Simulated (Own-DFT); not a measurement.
# Computed records: Si₄SnGe₁₁ (diamond-structure random alloy, strained, atoms displaced), Si₄SnGe₁₁ (diamond-structure random alloy, atoms displaced)

A calculation, not a measurement: plane-wave density functional theory by an unreviewed code, no spin, of a simulated periodic cell, stress positive in tension, run twice, with PBE and with PBEsol, both on files made for PBE, so the change isn't that of files made for PBEsol, forces on such cells moved up to 12 meV/angstrom on a denser k mesh; the far tail of each file's local potential was reset to the Coulomb form; each entry is a single point on an unrelaxed cell, so the pressure reflects the starting lattice, mostly measured values (interpolated for alloys), from which strain is counted, and rises with the displacements; printed positions are rounded, which can move forces by about a meV/angstrom; the program, named Own-DFT, is a retired in-house code; no spin-orbit coupling; stress was not checked against mesh or cutoff. Program: Own-DFT development build.

Settings shared by all entries: functional PBE, then PBEsol; potential files PseudoDojo norm-conserving, scalar-relativistic, standard set; wave cutoff 49 hartree; occupations Fermi-Dirac; smearing width 0.1 eV; k mesh 3 x 3 x 3 centred on Gamma.

(1) Si₄SnGe₁₁ (diamond-structure random alloy, strained, atoms displaced)

```
Si4SnGe11
1.0
     11.2781     0.0000     0.0000
      0.0000    11.2781     0.0000
      0.0000     0.0000    11.3064
Si Ge Si Ge Si Ge Si Ge Sn Ge Si Ge Si Ge Si Ge Sn Si Ge Si Ge Si Ge Si Ge Si Ge Sn Ge Sn Ge Si Ge Si Ge Si Ge
2 7 1 2 1 3 1 1 1 2 1 2 1 3 1 2 1 1 1 1 2 1 1 1 4 1 1 1 2 1 1 1 2 1 6 1 2
Direct
  0.00501 0.00218 0.99855
  0.00484 0.25803 0.23881
  0.24837 0.99935 0.25202
  0.25283 0.25125 0.99860
  0.12121 0.12860 0.12542
  0.12644 0.37374 0.37990
  0.37689 0.13619 0.37670
  0.37842 0.37099 0.12865
  0.00129 0.00710 0.49592
  0.99570 0.25076 0.75049
  0.24963 0.99668 0.75437
  0.25221 0.24934 0.50201
  0.12163 0.12945 0.62838
  0.12619 0.37703 0.87534
  0.38006 0.12210 0.87477
  0.36859 0.37100 0.63098
  0.99908 0.50125 0.00133
  0.00185 0.74601 0.24632
  0.24394 0.49632 0.24885
  0.24784 0.75630 0.00832
  0.12467 0.62073 0.12492
  0.12236 0.88010 0.37453
  0.37827 0.62815 0.37403
  0.37211 0.88158 0.12954
  0.00211 0.49761 0.50304
  0.00174 0.75533 0.74670
  0.24332 0.49983 0.75257
  0.24533 0.75460 0.49956
  0.12609 0.63364 0.62920
  0.11571 0.87041 0.88076
  0.37918 0.61777 0.87181
  0.37436 0.87456 0.62379
  0.50026 0.00305 0.00777
  0.50432 0.24948 0.24346
  0.75350 0.99840 0.24998
  0.74847 0.25039 0.99870
  0.62395 0.13501 0.13107
  0.63013 0.37940 0.37443
  0.86967 0.11599 0.37607
  0.87461 0.37951 0.13010
  0.50358 0.00192 0.49744
  0.49504 0.25090 0.74568
  0.75337 0.99975 0.75105
  0.74569 0.24960 0.49656
  0.62056 0.12580 0.62430
  0.62903 0.37987 0.88140
  0.87354 0.11832 0.87962
  0.87767 0.37521 0.62542
  0.50205 0.50339 0.99773
  0.49999 0.75054 0.24509
  0.74350 0.49945 0.24175
  0.75635 0.74704 0.00823
  0.62618 0.62502 0.12178
  0.62569 0.87744 0.37320
  0.87596 0.62775 0.37853
  0.87317 0.87882 0.12342
  0.49520 0.50172 0.49459
  0.49668 0.74525 0.74541
  0.75556 0.50009 0.74778
  0.74853 0.75543 0.49262
  0.62132 0.61642 0.62106
  0.61913 0.87117 0.87041
  0.87257 0.61508 0.87609
  0.87771 0.87878 0.61904
```

- PBE pressure: 4.56 GPa
- PBE stress xx: -4.68 GPa
- PBE stress yy: -4.56 GPa
- PBE stress zz: -4.43 GPa
- PBE stress yz: -0.08 GPa
- PBE stress xz: -0.25 GPa
- PBE stress xy: 0.98 GPa
- PBEsol pressure: 1.86 GPa
- PBEsol stress xx: -1.97 GPa
- PBEsol stress yy: -1.87 GPa
- PBEsol stress zz: -1.73 GPa
- PBEsol stress yz: -0.07 GPa
- PBEsol stress xz: -0.23 GPa
- PBEsol stress xy: 0.94 GPa
- rms change of force components from PBE to PBEsol: 0.049 eV/Å

Force:
```csv
force element,PBE force x (eV/Å),PBE force y (eV/Å),PBE force z (eV/Å),PBEsol force x (eV/Å),PBEsol force y (eV/Å),PBEsol force z (eV/Å)
Si,0.442,-1.112,1.62,0.44,-1.096,1.592
Si,-1.1,-0.359,1.569,-1.012,-0.396,1.573
Ge,-0.301,0.949,0.664,-0.253,0.946,0.601
Ge,0.118,-0.366,-0.094,0.118,-0.35,-0.093
Ge,0.53,-0.335,-0.343,0.586,-0.329,-0.34
Ge,-1.667,-1.132,0.753,-1.545,-1.103,0.722
Ge,0.211,-1.168,-0.576,0.205,-1.134,-0.557
Ge,0.538,-0.008,-1.513,0.519,-0.02,-1.468
Ge,0.741,-0.336,0.667,0.635,-0.33,0.642
Si,1.18,0.506,-0.537,1.114,0.543,-0.489
Ge,-1.55,1.218,0.725,-1.465,1.158,0.724
Ge,-0.907,-0.221,0.583,-0.835,-0.175,0.528
Si,0.272,-0.193,0.184,0.307,-0.232,0.14
Ge,-1.134,-0.503,0.407,-1.027,-0.481,0.395
Ge,-0.251,-0.041,0.455,-0.286,0.001,0.41
Ge,0.145,1.106,-0.772,0.139,1.059,-0.744
Si,-0.162,-0.669,0.119,-0.116,-0.619,0.073
Ge,-0.419,0.674,0.902,-0.396,0.653,0.814
Sn,1.419,0.181,0.673,1.384,0.176,0.653
Ge,0.362,-0.909,-0.916,0.337,-0.88,-0.879
Ge,-1.229,1.29,-1.62,-1.162,1.296,-1.531
Si,-0.117,-0.634,-0.22,-0.115,-0.621,-0.215
Ge,-1.432,-0.19,1.275,-1.383,-0.191,1.243
Ge,-0.395,0.957,-1.399,-0.428,0.896,-1.319
Si,-0.083,1.113,0.068,-0.077,1.018,0.072
Ge,-0.91,-0.908,0.249,-0.9,-0.831,0.273
Ge,0.267,0.668,-0.642,0.301,0.603,-0.58
Ge,-1.06,-1.152,-1.282,-0.955,-1.11,-1.24
Si,-0.246,-1.039,-0.748,-0.209,-0.98,-0.696
Ge,0.961,0.608,-0.057,0.967,0.552,-0.094
Ge,-1.009,1.042,0.429,-0.963,0.999,0.409
Sn,0.115,0.609,-0.242,0.106,0.58,-0.234
Si,0.512,-0.334,-0.809,0.47,-0.291,-0.761
Ge,-0.335,1.311,2.13,-0.352,1.244,2.026
Si,-0.85,0.219,-0.262,-0.833,0.214,-0.248
Ge,-0.115,1.272,1.632,-0.154,1.212,1.557
Ge,1.24,-2.216,-0.989,1.185,-2.077,-0.953
Si,-0.86,-0.319,-0.334,-0.843,-0.312,-0.331
Ge,0.5,1.651,-1.163,0.501,1.6,-1.051
Si,0.357,-0.287,-1.058,0.256,-0.263,-1.042
Ge,0.465,1.133,-0.457,0.422,1.066,-0.478
Ge,1.251,-0.23,0.789,1.157,-0.197,0.786
Ge,-2.344,-1.352,-1.611,-2.211,-1.308,-1.568
Ge,0.024,-0.036,0.479,0.082,-0.046,0.467
Si,0.574,0.03,0.148,0.562,0.028,0.142
Ge,-0.399,-0.395,-1.28,-0.384,-0.377,-1.227
Sn,0.788,1.067,-0.197,0.673,1.044,-0.207
Ge,0.124,-0.38,-0.443,0.052,-0.358,-0.418
Ge,-0.228,-0.632,0.61,-0.208,-0.61,0.582
Sn,0.34,0.308,0.264,0.325,0.296,0.268
Ge,1.124,0.199,1.475,1.042,0.239,1.393
Si,-0.805,0.345,-1.629,-0.763,0.31,-1.566
Ge,0.843,-0.324,-1.195,0.785,-0.363,-1.121
Ge,0.822,1.142,-0.014,0.768,1.073,0.029
Si,0.086,-0.766,-0.466,0.049,-0.707,-0.493
Ge,0.678,-0.01,-0.028,0.698,-0.045,0.002
Ge,0.211,-1.274,0.39,0.185,-1.186,0.406
Ge,1.481,-0.866,1.191,1.403,-0.879,1.121
Ge,-0.96,-0.412,-0.18,-0.927,-0.402,-0.169
Ge,0.326,-0.931,0.853,0.283,-0.858,0.845
Ge,0.744,0.908,0.058,0.703,0.882,0.062
Si,0.637,0.038,1.214,0.623,0.028,1.129
Ge,0.713,1.6,0.444,0.676,1.54,0.367
Ge,-0.268,-0.11,0.058,-0.257,-0.098,0.064
```

(2) Si₄SnGe₁₁ (diamond-structure random alloy, strained, atoms displaced)

```
Si4SnGe11
1.0
     11.2781     0.0000     0.0000
      0.0000    11.2781     0.0000
      0.0000     0.0000    11.3064
Ge Si Ge Si Ge Sn Ge Si Ge Si Ge Si Ge Sn Si Ge Sn Si Ge Si Ge Si Ge Sn Ge Si Ge Si
2 1 9 1 3 1 2 3 3 2 1 1 1 1 1 7 1 2 1 2 1 1 6 1 4 1 4 1
Direct
  0.00059 0.99746 0.99490
  0.99235 0.25018 0.25743
  0.25319 0.99986 0.25128
  0.24810 0.24749 0.99425
  0.12448 0.13102 0.12381
  0.12280 0.37620 0.37598
  0.37392 0.12932 0.37729
  0.36533 0.38148 0.12568
  0.99828 0.99788 0.49675
  0.00604 0.25487 0.75319
  0.24712 0.99596 0.74775
  0.24538 0.24706 0.49256
  0.12705 0.13001 0.61796
  0.12094 0.37714 0.87550
  0.37377 0.12178 0.87203
  0.37138 0.37489 0.62553
  0.99809 0.50210 0.00936
  0.99659 0.75267 0.24854
  0.24894 0.49422 0.24706
  0.24232 0.74870 0.00149
  0.12478 0.62426 0.12987
  0.12544 0.87008 0.37934
  0.37379 0.62644 0.38200
  0.38240 0.87472 0.12281
  0.00074 0.50329 0.49555
  0.00400 0.75226 0.74906
  0.25146 0.50296 0.75406
  0.25750 0.74777 0.49791
  0.12272 0.62678 0.62678
  0.12396 0.86838 0.87836
  0.37245 0.62976 0.87834
  0.36548 0.87799 0.62298
  0.49648 0.00069 0.00096
  0.49461 0.25431 0.24768
  0.74372 0.99857 0.25615
  0.75402 0.25074 0.99369
  0.61615 0.12765 0.12024
  0.63123 0.38007 0.37898
  0.87013 0.11484 0.36428
  0.88091 0.36809 0.12928
  0.49879 0.00139 0.50688
  0.49691 0.23895 0.75591
  0.75186 0.00489 0.75025
  0.74985 0.25280 0.49587
  0.61891 0.12551 0.62404
  0.62139 0.36926 0.87094
  0.88010 0.11974 0.88502
  0.87657 0.37340 0.61864
  0.50555 0.50004 0.99895
  0.49964 0.74904 0.24753
  0.74472 0.51019 0.24968
  0.74825 0.75225 0.00003
  0.61356 0.62605 0.12902
  0.62284 0.88247 0.37504
  0.87050 0.62520 0.37126
  0.87252 0.87772 0.13083
  0.50939 0.49622 0.49945
  0.49628 0.75434 0.76071
  0.75053 0.50251 0.75546
  0.74356 0.74889 0.49392
  0.63222 0.62730 0.62879
  0.62808 0.87446 0.88119
  0.87485 0.61523 0.88173
  0.87352 0.87154 0.62266
```

* PBE pressure: 4.81 GPa
* PBE stress xx: -4.79 GPa
* PBE stress yy: -4.96 GPa
* PBE stress zz: -4.68 GPa
* PBE stress yz: 0.18 GPa
* PBE stress xz: 0.01 GPa
* PBE stress xy: 0.12 GPa
* PBEsol pressure: 2.11 GPa
* PBEsol stress xx: -2.09 GPa
* PBEsol stress yy: -2.26 GPa
* PBEsol stress zz: -1.99 GPa
* PBEsol stress yz: 0.17 GPa
* PBEsol stress xz: 0.01 GPa
* PBEsol stress xy: 0.1 GPa
* rms change of force components from PBE to PBEsol: 0.05 eV/Å

Force:
```csv
force element,PBE force x (eV/Å),PBE force y (eV/Å),PBE force z (eV/Å),PBEsol force x (eV/Å),PBEsol force y (eV/Å),PBEsol force z (eV/Å)
Ge,0.154,-0.038,1.279,0.189,-0.073,1.278
Ge,2.268,-1.865,1.33,2.198,-1.811,1.277
Si,-0.482,-0.318,0.053,-0.435,-0.274,0.02
Ge,0.149,0.55,0.2,0.126,0.536,0.202
Ge,0.02,-0.944,0.637,-0.002,-0.882,0.581
Ge,-0.085,-0.161,-0.272,-0.085,-0.164,-0.266
Ge,0.519,-1.14,-0.388,0.493,-1.031,-0.377
Ge,1.379,-1.127,-1.334,1.337,-1.094,-1.277
Ge,0.263,-0.112,0.569,0.222,-0.08,0.515
Ge,-0.885,-1.384,-0.726,-0.846,-1.272,-0.691
Ge,-0.579,0.538,-0.327,-0.561,0.527,-0.249
Ge,0.253,0.66,0.961,0.287,0.676,0.885
Si,-0.679,-0.685,0.789,-0.664,-0.665,0.772
Ge,1.714,0.106,-0.708,1.632,0.056,-0.663
Ge,-0.258,-0.352,0.212,-0.289,-0.38,0.254
Ge,0.288,-0.312,0.364,0.283,-0.307,0.296
Sn,2.477,1.071,-1.185,2.363,0.99,-1.209
Ge,0.92,-0.299,0.531,0.814,-0.291,0.516
Ge,-0.723,1.64,1.125,-0.672,1.542,1.109
Si,-0.307,0.728,1.923,-0.261,0.76,1.844
Si,1.121,1.574,0.742,1.06,1.501,0.774
Si,0.393,0.554,-0.819,0.349,0.511,-0.769
Ge,0.958,-1.244,-1.266,0.932,-1.195,-1.222
Ge,-1.913,-0.173,0.237,-1.781,-0.165,0.226
Ge,-0.072,0.413,0.623,-0.104,0.356,0.564
Si,-1.027,-0.605,-0.281,-1.002,-0.575,-0.196
Si,-1.535,-1.016,-1.573,-1.473,-1.035,-1.511
Ge,-1.72,0.586,1.067,-1.632,0.521,0.994
Si,0.62,-0.138,0.185,0.616,-0.148,0.105
Ge,0.025,0.185,-0.553,0.017,0.255,-0.535
Sn,-0.49,-0.861,0.633,-0.375,-0.833,0.613
Si,1.554,-0.203,0.237,1.476,-0.24,0.27
Ge,0.38,-0.095,-0.606,0.375,-0.099,-0.575
Ge,0.354,0.413,0.397,0.334,0.392,0.381
Ge,0.957,1.701,-3.439,0.957,1.652,-3.332
Ge,-1.014,-1.22,-0.286,-1.019,-1.152,-0.24
Ge,0.952,0.241,0.389,0.911,0.227,0.376
Ge,-0.132,-0.835,-1.054,-0.167,-0.746,-1.05
Ge,0.36,1.215,1.899,0.373,1.153,1.805
Sn,-3.599,-0.177,1.079,-3.502,-0.174,1.05
Si,-1.538,0.877,0.843,-1.517,0.856,0.749
Si,0.17,0.935,-1.323,0.124,0.949,-1.247
Ge,0.192,-0.222,-0.189,0.157,-0.251,-0.151
Si,-0.055,-1.167,0.398,-0.017,-1.105,0.353
Si,0.641,0.46,0.094,0.681,0.426,0.128
Ge,0.382,0.259,-0.389,0.377,0.26,-0.3
Si,-0.414,0.832,-1.724,-0.411,0.814,-1.683
Ge,-0.455,0.291,0.829,-0.377,0.297,0.805
Ge,-0.201,-1.145,0.749,-0.2,-1.096,0.741
Ge,-1.392,-0.305,0.381,-1.342,-0.298,0.346
Ge,-0.223,-0.655,0.006,-0.218,-0.629,0.027
Ge,0.353,-0.815,0.8,0.332,-0.779,0.776
Ge,1.342,0.043,-0.892,1.303,0.04,-0.855
Sn,-1.834,-1.094,1.061,-1.726,-1.119,0.975
Ge,0.508,0.428,0.341,0.475,0.412,0.319
Ge,-0.113,0.18,-0.813,-0.113,0.161,-0.784
Ge,-0.969,0.704,1.045,-0.933,0.683,1.002
Ge,1.323,1.554,-2.694,1.315,1.484,-2.573
Si,0.017,-0.819,-0.785,0.018,-0.798,-0.767
Ge,1.809,-0.548,1.605,1.732,-0.569,1.53
Ge,-0.811,-0.136,0.576,-0.813,-0.104,0.509
Ge,-0.297,0.946,-0.751,-0.297,0.906,-0.72
Ge,-1.137,2.495,-2.135,-1.099,2.423,-2.001
Si,0.122,0.031,0.323,0.074,0.067,0.278
```

(3) Si₄SnGe₁₁ (diamond-structure random alloy, atoms displaced)

```
Si4SnGe11
1.0
     11.3064     0.0000     0.0000
      0.0000    11.3064     0.0000
      0.0000     0.0000    11.3064
Ge Si Ge Si Ge Si Ge Si Ge Si Ge Sn Ge Si Ge Sn Si Ge Si Ge Si Ge Si Ge Si Ge Sn Si Ge
3 1 4 2 11 1 1 3 1 1 2 2 1 1 2 1 1 5 2 2 1 3 1 1 1 5 1 1 3
Direct
  0.00503 0.99865 0.00558
  0.99628 0.25427 0.24408
  0.24966 0.00119 0.24705
  0.24907 0.25165 0.00490
  0.12801 0.12696 0.12484
  0.12615 0.37358 0.37200
  0.37753 0.12848 0.37409
  0.37275 0.37402 0.12604
  0.00297 0.99990 0.49853
  0.00010 0.24636 0.75478
  0.24690 0.99806 0.75044
  0.25271 0.24261 0.50578
  0.12222 0.12690 0.62143
  0.12068 0.37602 0.87277
  0.37618 0.12545 0.87700
  0.37053 0.37269 0.62216
  0.99693 0.50363 0.00129
  0.00160 0.75364 0.25139
  0.24956 0.49722 0.24452
  0.24567 0.74620 0.00016
  0.12321 0.62224 0.12404
  0.12712 0.87567 0.37518
  0.37662 0.62305 0.37791
  0.37807 0.87542 0.12136
  0.99503 0.50149 0.49705
  0.99602 0.74918 0.75199
  0.25111 0.50163 0.74899
  0.25047 0.75254 0.50087
  0.12698 0.62303 0.62281
  0.12613 0.87668 0.87528
  0.37182 0.62448 0.87486
  0.37380 0.87665 0.62751
  0.50110 0.99621 0.00149
  0.50661 0.24690 0.24736
  0.74814 0.00000 0.24659
  0.75113 0.25243 0.00069
  0.62769 0.12473 0.12436
  0.62714 0.37646 0.37318
  0.87520 0.12256 0.37248
  0.87226 0.37171 0.12373
  0.50198 0.00256 0.49545
  0.49823 0.24603 0.75110
  0.74568 0.99976 0.74764
  0.74736 0.24952 0.50223
  0.63056 0.12387 0.62639
  0.62688 0.37355 0.87186
  0.87351 0.12320 0.87511
  0.87554 0.37615 0.62750
  0.49881 0.49537 0.00088
  0.50157 0.74897 0.24930
  0.74751 0.50282 0.24820
  0.75348 0.74457 0.99917
  0.62156 0.62611 0.12984
  0.62762 0.87532 0.38036
  0.88008 0.61930 0.37703
  0.87805 0.87604 0.12406
  0.50134 0.49728 0.49863
  0.49989 0.74897 0.75288
  0.74810 0.50123 0.74920
  0.74811 0.75572 0.50227
  0.62602 0.62162 0.62424
  0.62628 0.87538 0.87450
  0.87508 0.62524 0.87399
  0.87364 0.87696 0.62343
```

* PBE pressure: 3.96 GPa
* PBE stress xx: -3.97 GPa
* PBE stress yy: -3.99 GPa
* PBE stress zz: -3.92 GPa
* PBE stress yz: 0.27 GPa
* PBE stress xz: -0.13 GPa
* PBE stress xy: -0.01 GPa
* PBEsol pressure: 1.29 GPa
* PBEsol stress xx: -1.3 GPa
* PBEsol stress yy: -1.32 GPa
* PBEsol stress zz: -1.26 GPa
* PBEsol stress yz: 0.26 GPa
* PBEsol stress xz: -0.13 GPa
* PBEsol stress xy: 0 GPa
* rms change of force components from PBE to PBEsol: 0.044 eV/Å

Force:
```csv
force element,PBE force x (eV/Å),PBE force y (eV/Å),PBE force z (eV/Å),PBEsol force x (eV/Å),PBEsol force y (eV/Å),PBEsol force z (eV/Å)
Ge,-0.284,0.367,-0.743,-0.274,0.349,-0.712
Ge,0.536,-0.703,0.743,0.52,-0.684,0.714
Ge,0.516,-0.558,0.36,0.494,-0.47,0.344
Si,0.061,0.036,-0.884,0.059,0.041,-0.862
Ge,-0.218,0.385,-0.025,-0.25,0.333,0.007
Ge,-0.333,0.07,0.719,-0.301,0.047,0.65
Ge,0.219,-0.063,-0.578,0.179,-0.098,-0.516
Ge,0.707,-0.866,0.059,0.684,-0.769,0.056
Si,-0.117,-0.23,-0.294,-0.156,-0.186,-0.252
Si,-0.444,0.49,-0.832,-0.4,0.449,-0.777
Ge,-0.868,1.764,0.94,-0.835,1.704,0.916
Ge,-0.37,0.699,-1.096,-0.351,0.675,-1.057
Ge,-0.566,-0.528,0.847,-0.47,-0.507,0.819
Ge,0.442,-0.381,0.438,0.438,-0.307,0.435
Ge,-0.78,-0.116,0.468,-0.719,-0.138,0.42
Ge,0.666,0.2,0.49,0.64,0.191,0.477
Ge,-0.071,-0.664,-0.205,-0.065,-0.643,-0.201
Ge,0.212,-0.374,0.271,0.169,-0.396,0.222
Ge,0.086,0.468,0.832,0.084,0.442,0.799
Ge,-0.386,1.635,1.234,-0.407,1.555,1.164
Ge,-0.088,0.492,0.428,-0.086,0.476,0.404
Si,0.105,0.02,0.39,0.103,0.018,0.303
Ge,-0.65,0.386,-0.316,-0.59,0.342,-0.334
Si,-0.618,-0.512,0.395,-0.602,-0.502,0.383
Si,0.924,-1.094,0.882,0.94,-1.03,0.826
Si,0.604,0.329,-0.417,0.591,0.32,-0.407
Ge,-1.323,-1.561,-1.165,-1.289,-1.513,-1.137
Si,-1.061,-0.958,-1.262,-1.001,-0.983,-1.196
Ge,-0.873,0.532,-0.271,-0.809,0.486,-0.226
Ge,-0.726,-0.696,-0.063,-0.671,-0.644,-0.028
Sn,0.725,-0.109,0.56,0.701,-0.105,0.54
Sn,0.625,-0.165,-0.772,0.646,-0.121,-0.7
Ge,-1.018,-0.633,-0.97,-0.946,-0.579,-0.988
Si,-1.542,1.956,1.629,-1.552,1.886,1.564
Ge,1.165,-1.786,1.841,1.169,-1.697,1.755
Ge,0.733,0.534,-1.52,0.713,0.519,-1.473
Sn,-0.474,0.131,-0.539,-0.407,0.074,-0.574
Si,-0.105,-0.764,0.081,-0.102,-0.673,0.076
Ge,-0.019,0.324,0.565,-0.025,0.316,0.478
Ge,-0.082,1.117,-0.094,-0.073,1.077,-0.093
Ge,1.084,0.64,-0.082,0.985,0.626,-0.074
Ge,0.483,0.132,-0.677,0.437,0.152,-0.618
Ge,0.529,0.186,0.153,0.541,0.134,0.19
Si,0.4,0.367,-0.03,0.426,0.333,-0.07
Si,-0.771,0.501,-0.627,-0.795,0.445,-0.571
Ge,-0.279,0.011,0.272,-0.27,0.012,0.272
Ge,0.349,-0.071,0.125,0.305,-0.096,0.157
Si,0.171,-0.494,-0.354,0.134,-0.453,-0.305
Ge,0.945,-0.49,0.638,0.91,-0.477,0.624
Ge,-0.426,1.108,0.7,-0.402,0.999,0.676
Ge,0.379,-0.577,0.476,0.392,-0.525,0.43
Si,-0.404,0.621,0.292,-0.397,0.607,0.285
Ge,0.516,-0.073,-1.251,0.472,-0.101,-1.173
Si,-1.514,1.326,-2.248,-1.49,1.306,-2.21
Ge,-0.157,0.379,-0.957,-0.188,0.411,-0.981
Ge,-0.662,-0.605,-0.097,-0.602,-0.553,-0.063
Ge,0.374,-0.167,0.242,0.291,-0.155,0.23
Ge,2.144,-0.285,-0.65,2.049,-0.238,-0.6
Ge,0.301,-0.148,-0.429,0.29,-0.149,-0.344
Sn,0.192,-1.844,-0.312,0.276,-1.793,-0.284
Si,-1.124,-0.364,0.876,-1.107,-0.357,0.867
Ge,0.331,-0.733,0.459,0.286,-0.678,0.411
Ge,-0.195,0.253,-0.084,-0.19,0.176,-0.072
Ge,2.027,1.155,1.443,1.897,1.118,1.403
```

(4) Si₄SnGe₁₁ (diamond-structure random alloy, atoms displaced)

```
Si4SnGe11
1.0
     11.3064     0.0000     0.0000
      0.0000    11.3064     0.0000
      0.0000     0.0000    11.3064
Ge Si Ge Si Ge Si Ge Si Ge Si Ge Si Ge Sn Ge Sn Si Ge Si Ge Sn Ge Si Ge Si Ge Si Sn Ge Si Ge Si Ge
3 2 3 1 1 1 4 1 4 1 2 1 1 1 3 1 1 4 2 4 1 1 1 1 1 3 1 1 3 2 2 1 5
Direct
  0.00747 0.00044 0.99556
  0.99948 0.24728 0.25073
  0.25369 0.00355 0.25187
  0.24717 0.24726 0.99568
  0.12276 0.12270 0.12185
  0.12347 0.37525 0.37634
  0.37772 0.12683 0.37535
  0.37450 0.37591 0.12704
  0.99858 0.99690 0.49714
  0.00165 0.24966 0.75306
  0.25118 0.00245 0.74902
  0.24594 0.24683 0.50165
  0.12055 0.12518 0.62326
  0.12740 0.37066 0.87941
  0.37052 0.12537 0.87625
  0.37282 0.36816 0.62387
  0.99787 0.49995 0.99811
  0.99996 0.74962 0.24644
  0.24890 0.49862 0.24965
  0.25061 0.75059 0.99608
  0.12492 0.61893 0.12243
  0.12344 0.87586 0.37639
  0.37550 0.62437 0.37670
  0.38010 0.88025 0.12467
  0.99515 0.49790 0.49842
  0.00143 0.75042 0.74703
  0.24776 0.49641 0.74745
  0.24838 0.74681 0.50133
  0.12452 0.62974 0.62227
  0.12646 0.87475 0.87447
  0.37046 0.62694 0.87396
  0.38013 0.87338 0.62882
  0.50284 0.00036 0.00187
  0.49928 0.25114 0.25157
  0.74863 0.00226 0.24760
  0.74888 0.25216 0.99894
  0.62011 0.12747 0.12692
  0.62420 0.37081 0.37427
  0.87372 0.12389 0.37472
  0.87649 0.37996 0.12571
  0.50309 0.99429 0.50281
  0.50022 0.24941 0.74674
  0.75343 0.99924 0.74899
  0.74983 0.24334 0.49930
  0.62831 0.12904 0.61822
  0.62749 0.37447 0.87395
  0.87516 0.12741 0.87669
  0.87217 0.37441 0.63219
  0.49980 0.50591 0.00094
  0.50176 0.74740 0.24802
  0.74877 0.49841 0.25226
  0.74808 0.74577 0.00054
  0.62703 0.62478 0.12789
  0.62112 0.87212 0.37703
  0.87396 0.62758 0.37463
  0.87587 0.87564 0.12162
  0.49531 0.50002 0.49539
  0.49568 0.74927 0.74820
  0.75542 0.49728 0.75082
  0.75382 0.74949 0.50243
  0.62065 0.62200 0.62335
  0.62306 0.87882 0.87416
  0.87818 0.62436 0.87439
  0.87385 0.87550 0.62507
```

- PBE pressure: 4 GPa
- PBE stress xx: -4.02 GPa
- PBE stress yy: -3.97 GPa
- PBE stress zz: -4.02 GPa
- PBE stress yz: -0.18 GPa
- PBE stress xz: 0.31 GPa
- PBE stress xy: 0.38 GPa
- PBEsol pressure: 1.34 GPa
- PBEsol stress xx: -1.35 GPa
- PBEsol stress yy: -1.3 GPa
- PBEsol stress zz: -1.35 GPa
- PBEsol stress yz: -0.18 GPa
- PBEsol stress xz: 0.29 GPa
- PBEsol stress xy: 0.37 GPa
- rms change of force components from PBE to PBEsol: 0.046 eV/Å

Force:
```csv
force element,PBE force x (eV/Å),PBE force y (eV/Å),PBE force z (eV/Å),PBEsol force x (eV/Å),PBEsol force y (eV/Å),PBEsol force z (eV/Å)
Ge,-2.097,1.155,1.922,-2.041,1.11,1.796
Ge,0.334,0.05,-0.526,0.29,0.086,-0.474
Ge,-0.383,-0.263,-0.708,-0.366,-0.249,-0.624
Si,0.174,-0.141,1.329,0.208,-0.101,1.261
Si,0.633,0.515,0.283,0.581,0.468,0.313
Ge,0.009,-0.213,-0.139,0.006,-0.211,-0.134
Ge,-0.045,-0.308,0.577,-0.053,-0.296,0.553
Ge,-0.266,-0.416,-0.833,-0.23,-0.368,-0.763
Si,-0.196,0.324,0.301,-0.192,0.317,0.295
Ge,-0.13,0.062,-0.092,-0.129,0.058,-0.088
Si,0.674,0.592,-0.959,0.666,0.584,-0.94
Ge,0.454,0.411,-0.187,0.405,0.368,-0.212
Ge,0.075,-0.887,0.178,0.08,-0.789,0.176
Ge,-0.159,0.447,-0.306,-0.202,0.471,-0.345
Ge,-0.497,-0.91,0.535,-0.416,-0.886,0.508
Si,-1.066,1.685,-1.156,-1.053,1.651,-1.139
Ge,0.696,-0.08,0.251,0.637,-0.109,0.217
Ge,-0.102,-0.237,-0.121,-0.069,-0.203,-0.086
Ge,-0.253,0.338,0.039,-0.209,0.286,0.071
Ge,1.386,-1.208,2.159,1.306,-1.138,2.06
Si,0.136,0.653,0.024,0.131,0.638,0.022
Ge,0.197,-0.046,-0.232,0.227,-0.082,-0.252
Ge,-0.19,0.57,-0.979,-0.21,0.51,-0.906
Si,-0.269,-1.03,0.41,-0.297,-0.965,0.363
Ge,-0.046,0.534,0.131,-0.004,0.486,0.154
Sn,-1.565,-0.97,-0.842,-1.524,-0.948,-0.821
Ge,0.49,0.196,0.021,0.416,0.195,0.025
Ge,0.592,0.83,-0.25,0.569,0.793,-0.238
Ge,0.756,-2.321,-0.958,0.739,-2.245,-0.93
Sn,1.832,1.434,0.139,1.741,1.358,0.181
Si,0.304,-0.482,-0.203,0.291,-0.465,-0.198
Ge,-1.31,0.581,-0.365,-1.227,0.528,-0.379
Ge,-0.384,0.45,0.189,-0.372,0.431,0.113
Ge,0.05,-0.276,-0.462,0.013,-0.232,-0.406
Ge,-0.236,-0.481,-0.315,-0.227,-0.463,-0.241
Si,-0.361,-0.018,0.458,-0.275,-0.025,0.457
Si,0.811,0.307,-0.462,0.759,0.266,-0.412
Ge,-0.527,-0.956,1.59,-0.553,-0.896,1.503
Ge,0.153,-0.179,0.333,0.147,-0.172,0.254
Ge,0.605,-1.882,-1.201,0.617,-1.792,-1.139
Ge,-0.292,0.712,-0.241,-0.274,0.684,-0.237
Sn,0.218,0.199,0.702,0.218,0.103,0.682
Ge,-0.446,0.589,0.002,-0.427,0.564,0
Si,0.451,1.101,-0.164,0.44,1.076,-0.164
Ge,0.763,-1.647,-0.224,0.695,-1.643,-0.177
Si,0.932,1.13,0.861,0.842,1.111,0.84
Ge,-0.239,-0.081,0.27,-0.186,-0.112,0.215
Ge,-0.039,-0.514,-0.958,0.033,-0.508,-0.934
Ge,-0.05,-0.435,-0.716,-0.042,-0.422,-0.623
Si,-0.568,0.593,-0.019,-0.517,0.542,0.015
Sn,0.415,0.393,0.572,0.361,0.341,0.501
Ge,0.392,0.839,-0.095,0.355,0.778,-0.112
Ge,-1.399,1.112,-0.849,-1.324,1.042,-0.865
Ge,0.572,-0.36,-0.696,0.584,-0.311,-0.627
Si,0.995,0.68,0.764,0.979,0.672,0.756
Si,-0.038,0.14,-0.08,-0.038,0.137,-0.078
Ge,0.097,-1.044,0.801,0.118,-0.973,0.742
Ge,0.512,-0.571,0.943,0.519,-0.512,0.864
Si,-1.209,0.356,0.523,-1.139,0.385,0.475
Ge,-0.513,-0.266,-0.438,-0.533,-0.219,-0.387
Ge,0.79,-0.234,0.424,0.737,-0.188,0.377
Ge,0.297,-0.684,-0.169,0.286,-0.66,-0.164
Ge,-1.484,-0.947,0.446,-1.407,-0.895,0.467
Ge,-0.433,1.108,-1.233,-0.46,1.039,-1.161
```
